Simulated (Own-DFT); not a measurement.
## Calculated data, AlGa3N4 (wurtzite random alloy, strained, atoms displaced)

A calculation, not a measurement: plane-wave PBE density functional theory by an unreviewed code, no spin, of a simulated periodic cell, stress positive in tension, free energy of the whole cell less one offset for each atom, forces on such cells passed a denser k mesh, this cell's mesh not checked; offsets are fitted by least squares, one for each functional and potential file, so energies compare only between cells with the same atoms and settings and are not formation energies; the far tail of each file's local potential was reset to the Coulomb form; each entry is a single point on an unrelaxed cell, so the pressure reflects the starting lattice, mostly measured values, from which strain is counted, and rises with the displacements; printed positions are rounded, which can move forces by about a meV/angstrom; the program is a retired in-house code; no spin-orbit coupling. Program: Own-DFT development build.

Common to all runs: functional PBE; potential files PseudoDojo norm-conserving, scalar-relativistic, standard set; wave cutoff 42 hartree; occupations Fermi-Dirac; smearing width 0.1 eV; k mesh 4 x 4 x 3 centred on Gamma.

```json
{"entry": 1, "formula": "AlGa3N4", "kind": "wurtzite random alloy, strained, atoms displaced", "structure": {"cell_angstrom": [[9.6043, 0.0, 0.0], [-4.8022, 8.3176, 0.0], [0.0, 0.0, 10.2685]], "atoms_fractional": [["Ga", 0.10882, 0.23084, 0.00313], ["Ga", 0.2173, 0.1007, 0.25784], ["N", 0.10937, 0.20971, 0.18591], ["N", 0.21822, 0.11436, 0.44384], ["Ga", 0.10959, 0.22788, 0.49999], ["Ga", 0.2218, 0.11282, 0.74931], ["N", 0.11021, 0.23684, 0.68488], ["N", 0.22379, 0.12064, 0.93555], ["Ga", 0.10831, 0.55967, 0.99677], ["Ga", 0.22131, 0.45755, 0.26307], ["N", 0.11055, 0.55262, 0.19512], ["N", 0.21104, 0.43535, 0.43346], ["Al", 0.11022, 0.55154, 0.49391], ["Ga", 0.22757, 0.44674, 0.75567], ["N", 0.11003, 0.54965, 0.69162], ["N", 0.2207, 0.44981, 0.94161], ["Ga", 0.103, 0.88355, 0.99567], ["Ga", 0.22508, 0.78321, 0.25344], ["N", 0.1073, 0.8908, 0.18747], ["N", 0.21262, 0.76569, 0.44863], ["Al", 0.11592, 0.89471, 0.49841], ["Ga", 0.21428, 0.77865, 0.74357], ["N", 0.10225, 0.88342, 0.69183], ["N", 0.2101, 0.75749, 0.94117], ["Ga", 0.44097, 0.21429, 0.99942], ["Al", 0.56204, 0.12076, 0.24917], ["N", 0.43846, 0.21849, 0.19327], ["N", 0.56813, 0.12245, 0.44554], ["Ga", 0.44246, 0.22906, 0.49115], ["Ga", 0.54528, 0.10422, 0.74264], ["N", 0.45835, 0.22436, 0.68786], ["N", 0.54988, 0.10723, 0.9367], ["Ga", 0.4403, 0.55586, 0.98814], ["Al", 0.5529, 0.45101, 0.25443], ["N", 0.45442, 0.55669, 0.19742], ["N", 0.55043, 0.44467, 0.43551], ["Al", 0.44296, 0.54879, 0.50709], ["Ga", 0.55327, 0.43213, 0.75352], ["N", 0.45075, 0.56593, 0.68515], ["N", 0.55662, 0.44788, 0.93435], ["Al", 0.43284, 0.88077, 0.00877], ["Al", 0.55074, 0.77889, 0.25132], ["N", 0.45542, 0.88485, 0.1899], ["N", 0.56227, 0.77056, 0.43119], ["Ga", 0.45205, 0.89527, 0.50052], ["Ga", 0.54217, 0.76366, 0.74692], ["N", 0.44209, 0.8932, 0.69026], ["N", 0.55857, 0.76939, 0.93066], ["Ga", 0.77867, 0.22384, 0.00143], ["Ga", 0.88948, 0.1097, 0.25103], ["N", 0.77971, 0.22222, 0.18894], ["N", 0.89067, 0.10608, 0.44166], ["Al", 0.77043, 0.21822, 0.50526], ["Ga", 0.89047, 0.10816, 0.75017], ["N", 0.7845, 0.22312, 0.68509], ["N", 0.88268, 0.10769, 0.9434], ["Ga", 0.78348, 0.55053, 0.00168], ["Al", 0.88615, 0.42708, 0.24795], ["N", 0.78235, 0.55809, 0.18655], ["N", 0.89391, 0.4467, 0.4304], ["Ga", 0.78064, 0.5532, 0.50266], ["Ga", 0.88721, 0.44821, 0.75255], ["N", 0.77685, 0.54906, 0.68728], ["N", 0.88976, 0.44132, 0.94514], ["Ga", 0.77521, 0.8911, 0.00165], ["Ga", 0.88876, 0.77399, 0.24519], ["N", 0.79076, 0.89843, 0.19493], ["N", 0.88979, 0.77609, 0.43578], ["Ga", 0.78019, 0.88879, 0.49662], ["Ga", 0.87936, 0.77735, 0.74858], ["N", 0.77012, 0.87868, 0.69483], ["N", 0.889, 0.78295, 0.93784]]}, "results": {"free_energy_of_cell_above_offsets [eV]": "7.766", "pressure [GPa]": 4.04, "stress_xx [GPa]": -1.23, "stress_yy [GPa]": -4.24, "stress_zz [GPa]": -6.64, "stress_yz [GPa]": 0.06, "stress_xz [GPa]": -0.99, "stress_xy [GPa]": 1.01, "force_element": ["Ga", "Ga", "N", "N", "Ga", "Ga", "N", "N", "Ga", "Ga", "N", "N", "Al", "Ga", "N", "N", "Ga", "Ga", "N", "N", "Al", "Ga", "N", "N", "Ga", "Al", "N", "N", "Ga", "Ga", "N", "N", "Ga", "Al", "N", "N", "Al", "Ga", "N", "N", "Al", "Al", "N", "N", "Ga", "Ga", "N", "N", "Ga", "Ga", "N", "N", "Al", "Ga", "N", "N", "Ga", "Al", "N", "N", "Ga", "Ga", "N", "N", "Ga", "Ga", "N", "N", "Ga", "Ga", "N", "N"], "force_x [eV/angstrom]": [0.552, -0.606, -0.476, 0.782, -0.388, -0.15, 1.474, -0.145, 0.609, 2.276, -1.416, 0.968, -0.614, -0.767, -0.237, -0.016, 0.638, -0.329, 1.585, 0.3, -0.824, 0.969, -0.103, 0.512, -0.505, -0.068, 1.42, -1.458, 0.818, 2.482, -2.941, 0.524, 1.173, 1.46, -1.902, 0.059, -0.383, 0.029, 0.069, 0.436, 0.963, 2.917, -2.11, -1.727, 0.09, 0.283, 0.159, -1.995, -0.503, 0.715, -0.923, -1.629, 2.471, -0.751, -0.941, 0.392, -1.817, -0.662, -0.108, 0.061, -0.01, 1.225, -0.794, -0.22, 0.301, -0.461, -2.041, 1.073, 0.239, 1.034, -0.914, -0.125], "force_y [eV/angstrom]": [-0.977, 1.396, 1.618, -1.212, -1.074, 0.251, -1.57, -1.017, -2.987, -1.475, 0.551, 2.138, -0.766, 0.447, 0.816, -0.505, 1.102, -0.796, -0.776, 2.189, -1.259, -1.049, 1.292, 5.256, 1.121, -0.702, 0.614, -1.197, -0.618, 0.93, -0.345, -1.24, -0.368, -0.81, 1.057, 0.744, 0.862, 1.676, -4.004, -0.805, 0.225, -1.03, 1.708, -0.273, -1.057, 3.746, -1.804, 1.519, -1.125, 0.625, -0.703, 1.155, 1.425, -0.049, -0.26, 0.928, 1.008, 2.937, -2.148, -1.367, 0.249, -1.116, 0.678, -0.128, -0.635, 0.115, -2.185, 0.411, -0.675, -0.972, 1.423, -1.136], "force_z [eV/angstrom]": [-0.051, -1.289, 1.26, 0.448, 0.026, -0.513, 0.896, 0.288, 2.106, -4.079, -0.847, 3.842, 1.354, -0.732, -1.315, -0.128, 0.125, -0.071, -0.054, -0.696, 0.557, 0.542, -1.455, -0.874, 0.359, 0.246, 0.486, -2.092, 1.069, 1.487, -1.35, 0.743, 2.367, -1.132, -1.147, 0.656, -2.064, -0.735, -0.634, 1.285, -1.984, -0.22, 0.023, 1.408, -0.378, 0.626, -0.537, 1.637, -0.646, 0.298, 0.412, 0.131, -0.516, 0.13, 0.604, -0.83, -0.24, 0.286, 1.075, 0.995, -1.317, -0.255, 0.58, -1.002, 0.479, 0.703, -0.914, 0.864, 0.543, 0.451, -1.408, 0.122]}}
{"entry": 2, "formula": "AlGa3N4", "kind": "wurtzite random alloy, strained, atoms displaced", "structure": {"cell_angstrom": [[9.6043, 0.0, 0.0], [-4.8022, 8.3176, 0.0], [0.0, 0.0, 10.2685]], "atoms_fractional": [["Ga", 0.11428, 0.21576, 0.00671], ["Al", 0.22592, 0.11922, 0.23972], ["N", 0.1221, 0.23283, 0.1887], ["N", 0.22887, 0.11918, 0.44336], ["Ga", 0.11775, 0.2283, 0.48491], ["Ga", 0.23092, 0.1196, 0.74781], ["N", 0.12089, 0.23219, 0.6852], ["N", 0.22529, 0.11788, 0.93979], ["Al", 0.11314, 0.54908, 0.00515], ["Ga", 0.2331, 0.44019, 0.25567], ["N", 0.11031, 0.56032, 0.18591], ["N", 0.23087, 0.44492, 0.44076], ["Ga", 0.11043, 0.56076, 0.49562], ["Ga", 0.22017, 0.45152, 0.75494], ["N", 0.11908, 0.56667, 0.69018], ["N", 0.22135, 0.4443, 0.9317], ["Al", 0.1141, 0.89288, 0.00359], ["Ga", 0.23067, 0.78055, 0.24274], ["N", 0.11669, 0.89437, 0.19185], ["N", 0.22393, 0.77979, 0.42778], ["Ga", 0.10995, 0.88877, 0.51197], ["Ga", 0.22644, 0.76835, 0.75203], ["N", 0.11786, 0.8933, 0.69318], ["N", 0.22333, 0.78215, 0.94381], ["Ga", 0.45334, 0.21973, 0.00341], ["Ga", 0.55718, 0.1126, 0.24849], ["N", 0.43915, 0.21446, 0.1874], ["N", 0.55618, 0.10152, 0.43663], ["Ga", 0.44291, 0.21679, 0.50375], ["Ga", 0.5561, 0.11077, 0.75109], ["N", 0.44025, 0.22033, 0.68938], ["N", 0.56906, 0.115, 0.93669], ["Al", 0.44954, 0.56324, 0.99548], ["Ga", 0.552, 0.44132, 0.24809], ["N", 0.43776, 0.54797, 0.1924], ["N", 0.566, 0.43557, 0.44107], ["Ga", 0.44407, 0.55259, 0.50295], ["Ga", 0.55325, 0.44792, 0.74555], ["N", 0.44769, 0.55468, 0.69794], ["N", 0.54397, 0.43498, 0.93938], ["Ga", 0.4507, 0.89846, 0.0075], ["Ga", 0.56376, 0.79119, 0.25677], ["N", 0.42933, 0.87721, 0.18284], ["N", 0.54753, 0.77138, 0.45069], ["Ga", 0.43865, 0.87918, 0.49549], ["Ga", 0.55278, 0.7762, 0.7559], ["N", 0.43799, 0.88937, 0.69008], ["N", 0.5562, 0.78573, 0.93728], ["Al", 0.7858, 0.22395, 0.9912], ["Ga", 0.88651, 0.11022, 0.24942], ["N", 0.7703, 0.23174, 0.18453], ["N", 0.88487, 0.10729, 0.4329], ["Ga", 0.77239, 0.21981, 0.50274], ["Al", 0.89471, 0.11345, 0.7436], ["N", 0.77092, 0.21695, 0.69033], ["N", 0.88029, 0.10447, 0.93825], ["Ga", 0.7737, 0.54769, 0.00279], ["Al", 0.89307, 0.44946, 0.25086], ["N", 0.77121, 0.5533, 0.18926], ["N", 0.88511, 0.43404, 0.43071], ["Al", 0.78706, 0.55749, 0.49439], ["Ga", 0.88496, 0.4346, 0.75298], ["N", 0.77978, 0.55888, 0.69238], ["N", 0.88341, 0.44777, 0.93891], ["Ga", 0.7862, 0.89914, 0.9968], ["Al", 0.89236, 0.77977, 0.24923], ["N", 0.77377, 0.89461, 0.19274], ["N", 0.88702, 0.78049, 0.43629], ["Ga", 0.77738, 0.88593, 0.49936], ["Ga", 0.89145, 0.78154, 0.74568], ["N", 0.788, 0.90117, 0.68814], ["N", 0.87107, 0.76587, 0.95102]]}, "results": {"free_energy_of_cell_above_offsets [eV]": "7.197", "pressure [GPa]": 3.6, "stress_xx [GPa]": -1.62, "stress_yy [GPa]": -2.71, "stress_zz [GPa]": -6.46, "stress_yz [GPa]": 0.16, "stress_xz [GPa]": 1.04, "stress_xy [GPa]": -0.57, "force_element": ["Ga", "Al", "N", "N", "Ga", "Ga", "N", "N", "Al", "Ga", "N", "N", "Ga", "Ga", "N", "N", "Al", "Ga", "N", "N", "Ga", "Ga", "N", "N", "Ga", "Ga", "N", "N", "Ga", "Ga", "N", "N", "Al", "Ga", "N", "N", "Ga", "Ga", "N", "N", "Ga", "Ga", "N", "N", "Ga", "Ga", "N", "N", "Al", "Ga", "N", "N", "Ga", "Al", "N", "N", "Ga", "Al", "N", "N", "Al", "Ga", "N", "N", "Ga", "Al", "N", "N", "Ga", "Ga", "N", "N"], "force_x [eV/angstrom]": [-1.062, 0.444, -0.552, -0.153, -0.769, -1.445, -1.519, 0.779, -0.734, -2.261, 0.058, -1.414, 0.547, 0.88, -0.975, -0.081, -0.321, -2.955, -1.457, -0.768, 0.267, -1.382, -0.108, -0.342, -0.67, -0.366, -0.161, -0.673, 0.733, -1.005, 1.711, -0.402, -0.19, 0.385, 1.382, -0.712, 1.398, 1.53, -1.427, 0.068, -0.23, -1.017, 3.525, 1.366, -0.694, 0.244, 1.386, 0.426, -0.939, -0.568, 1.967, 0.232, 0.607, 0.338, 1.763, 0.955, -1.383, -0.44, 1.359, -0.171, -0.721, -0.39, 0.526, 2.711, -0.915, -0.233, 1.802, 1.054, -0.473, 0.072, -0.561, 2.124], "force_y [eV/angstrom]": [1.271, -1.421, -2.071, -1.423, -1.24, -0.6, -0.762, -1.942, 1.059, 1.426, -1.518, 0.908, -0.533, -0.93, -2.798, 0.561, -0.677, -1.241, 0.406, -0.317, 0.646, 2.642, -0.473, -0.773, 0.134, -0.456, 0.396, 0.204, 0.123, -0.579, 0.768, 0.152, -0.829, -0.172, 2.168, 1.253, -0.53, -0.994, 0.922, 1.405, -0.694, -1.928, 2.398, 0.272, 1.083, 1.018, 0.005, -1.124, 0.49, 1.423, 0.066, 0.596, -0.472, 0.607, 0.139, 2.695, 0.164, -0.394, 0.963, 1.66, -0.42, 1.689, -0.453, -1.25, -2.34, -0.018, -0.693, -1.237, 0.504, -0.193, -0.683, 1.963], "force_z [eV/angstrom]": [-1.817, 1.779, 0.738, -2.04, 2.119, 0.608, 0.062, 0.287, -0.967, -0.379, 0.493, -0.101, 0.043, -1.92, -1.38, 3.316, -0.603, 0.653, -0.636, 1.544, -2.294, 1.543, 0.774, 0.334, -1.052, 0.191, 0.672, 0.31, -0.67, -0.218, 0.176, 0.749, 0.499, 0.535, -1.711, 0.122, 0.575, 1.061, -1.275, 0.205, -2.628, -0.22, 1.644, -1.452, 1.245, -1.419, -0.573, 1.55, 1.32, -0.604, -0.784, 1.139, -0.785, 0.386, 0.002, -1.222, -0.223, -1.366, 1.285, 1.111, 0.63, -0.493, -1.706, 0.447, 0.859, -0.522, -0.485, -0.188, 0.279, 1.392, 0.285, -1.232]}}
{"entry": 3, "formula": "AlGa3N4", "kind": "wurtzite random alloy, strained, atoms displaced", "structure": {"cell_angstrom": [[9.6043, 0.0, 0.0], [-4.8022, 8.3176, 0.0], [0.0, 0.0, 10.2685]], "atoms_fractional": [["Ga", 0.11656, 0.22728, 0.99777], ["Ga", 0.20745, 0.09896, 0.25476], ["N", 0.09796, 0.20689, 0.18549], ["N", 0.22577, 0.12329, 0.43806], ["Ga", 0.11015, 0.22105, 0.5024], ["Al", 0.2199, 0.11726, 0.7503], ["N", 0.109, 0.2213, 0.68324], ["N", 0.22996, 0.12127, 0.94139], ["Al", 0.10903, 0.55158, 0.99737], ["Ga", 0.2161, 0.43903, 0.2526], ["N", 0.11135, 0.5579, 0.18774], ["N", 0.22068, 0.44339, 0.43726], ["Ga", 0.11123, 0.55366, 0.50751], ["Ga", 0.22581, 0.45154, 0.73632], ["N", 0.11547, 0.5472, 0.69432], ["N", 0.22085, 0.44335, 0.94339], ["Al", 0.12447, 0.89449, 0.00503], ["Al", 0.22385, 0.78069, 0.24767], ["N", 0.10848, 0.88554, 0.1983], ["N", 0.22779, 0.78105, 0.43318], ["Ga", 0.12056, 0.88889, 0.50642], ["Ga", 0.23381, 0.77877, 0.75945], ["N", 0.10499, 0.88409, 0.69601], ["N", 0.21565, 0.78081, 0.94294], ["Ga", 0.44148, 0.21531, 0.99489], ["Ga", 0.55267, 0.11656, 0.24575], ["N", 0.45975, 0.23489, 0.19135], ["N", 0.55574, 0.11426, 0.44594], ["Ga", 0.45431, 0.22939, 0.50032], ["Ga", 0.56105, 0.12579, 0.74666], ["N", 0.45136, 0.22297, 0.6883], ["N", 0.55273, 0.11833, 0.94246], ["Ga", 0.44005, 0.56401, 0.99564], ["Ga", 0.55353, 0.45494, 0.24857], ["N", 0.44443, 0.55625, 0.17694], ["N", 0.55632, 0.44647, 0.43722], ["Ga", 0.4447, 0.54922, 0.49094], ["Ga", 0.55158, 0.4508, 0.74556], ["N", 0.44369, 0.54423, 0.69015], ["N", 0.55047, 0.44022, 0.94673], ["Ga", 0.44115, 0.88938, 0.00057], ["Al", 0.55347, 0.77799, 0.25867], ["N", 0.43709, 0.89005, 0.19926], ["N", 0.55156, 0.7813, 0.43954], ["Ga", 0.43494, 0.88661, 0.50439], ["Ga", 0.56099, 0.78643, 0.75069], ["N", 0.44193, 0.89394, 0.69094], ["N", 0.55022, 0.77658, 0.9422], ["Ga", 0.77508, 0.2202, 0.00203], ["Al", 0.88868, 0.11741, 0.23855], ["N", 0.77506, 0.22743, 0.19099], ["N", 0.88457, 0.10903, 0.44615], ["Ga", 0.77641, 0.22056, 0.50665], ["Ga", 0.88819, 0.11404, 0.75304], ["N", 0.78789, 0.22948, 0.69337], ["N", 0.88484, 0.12122, 0.93921], ["Al", 0.76984, 0.55559, 0.00695], ["Ga", 0.89164, 0.4399, 0.24955], ["N", 0.7886, 0.56082, 0.18697], ["N", 0.88121, 0.43866, 0.43265], ["Ga", 0.78908, 0.5631, 0.50527], ["Al", 0.88584, 0.44407, 0.74862], ["N", 0.77852, 0.56432, 0.69321], ["N", 0.88718, 0.45078, 0.92976], ["Ga", 0.76877, 0.88917, 0.99905], ["Ga", 0.88846, 0.78095, 0.25748], ["N", 0.77894, 0.89243, 0.18448], ["N", 0.88719, 0.77635, 0.44545], ["Ga", 0.7777, 0.88451, 0.5004], ["Al", 0.89287, 0.78561, 0.75353], ["N", 0.77126, 0.88368, 0.68837], ["N", 0.88364, 0.77354, 0.93877]]}, "results": {"free_energy_of_cell_above_offsets [eV]": "6.905", "pressure [GPa]": 3.61, "stress_xx [GPa]": -4.11, "stress_yy [GPa]": -0.72, "stress_zz [GPa]": -5.99, "stress_yz [GPa]": 0.17, "stress_xz [GPa]": 0.06, "stress_xy [GPa]": 1.5, "force_element": ["Ga", "Ga", "N", "N", "Ga", "Al", "N", "N", "Al", "Ga", "N", "N", "Ga", "Ga", "N", "N", "Al", "Al", "N", "N", "Ga", "Ga", "N", "N", "Ga", "Ga", "N", "N", "Ga", "Ga", "N", "N", "Ga", "Ga", "N", "N", "Ga", "Ga", "N", "N", "Ga", "Al", "N", "N", "Ga", "Ga", "N", "N", "Ga", "Al", "N", "N", "Ga", "Ga", "N", "N", "Al", "Ga", "N", "N", "Ga", "Al", "N", "N", "Ga", "Ga", "N", "N", "Ga", "Al", "N", "N"], "force_x [eV/angstrom]": [-0.583, 1.266, 0.199, 0.878, -0.713, 0.951, 0.768, -1.102, -0.921, 0.326, 0.512, -0.149, -0.515, 1.946, -3.417, -1.179, -2.887, -0.493, 1.044, -1.115, -1.005, -1.932, 0.752, 1.158, -0.513, 0.506, -2.253, 0.372, -0.882, 1.226, -2.77, 1.889, 1.227, 1.611, -1.064, 0.912, -0.585, 2.836, -2.282, 0.248, 0.006, -0.139, 1.321, 0.549, 1.236, -0.707, 1.082, -0.575, -1.124, -0.779, 1.4, 0.402, 0.051, 0.447, -1.099, 1.581, 0.674, -0.878, -0.95, 0.946, -0.843, -0.132, 1.268, 0.346, 1.716, -0.184, -1.251, 0.913, -0.887, -0.569, 1.36, 0.555], "force_y [eV/angstrom]": [-0.512, 1.919, 1.425, -1.364, -0.227, -0.541, -0.207, -2.508, -0.057, 0.191, 0.48, 0.069, 0.166, -2.286, 1.943, 1.06, 0.006, -0.917, -0.421, -1.136, 0.656, -0.306, 1.292, -1.045, 2.57, -0.353, -0.963, -0.71, -0.313, -1.203, 0.451, -1.852, -2.059, -0.626, 1.251, 0.525, 1.01, -1.38, 2.724, 1.232, 0.52, 0.308, -0.455, -0.736, 1.041, -1.165, 0.124, 1.317, 1.822, -1.281, -1.474, 0.101, -0.108, -0.454, 0.303, -1.401, 0.024, 1.419, 0.001, 0.742, -1.259, 0.914, -0.308, 0.106, 0.134, -0.675, 0.116, 0.882, 0.742, -1.102, 0.839, 0.979], "force_z [eV/angstrom]": [0.256, -0.49, 0.522, 0.977, -1.26, -0.127, 2.128, -1.314, 0.189, -1.462, -0.594, 0.685, -1.645, 2.369, -0.506, -1.288, 0.012, 0.379, -1.77, 0.389, -0.427, -0.792, 0.132, 0.752, 1.977, 1.514, -0.595, -0.668, -0.514, 1.018, 0.236, -1.048, -0.247, -0.605, 2.973, 0.125, 1.085, 2.189, -1.52, -1.06, 0.81, -1.766, -1.059, 0.033, -0.672, -0.163, 0.44, -1.107, -0.312, 1.694, -0.37, -1.923, -0.997, -0.552, -0.007, 0.071, -1.48, -0.476, 0.543, 2.071, -0.395, 0.478, 0.017, 1.516, -0.205, -1.056, 1.826, -0.413, -0.036, 0.393, 0.792, 0.326]}}
```
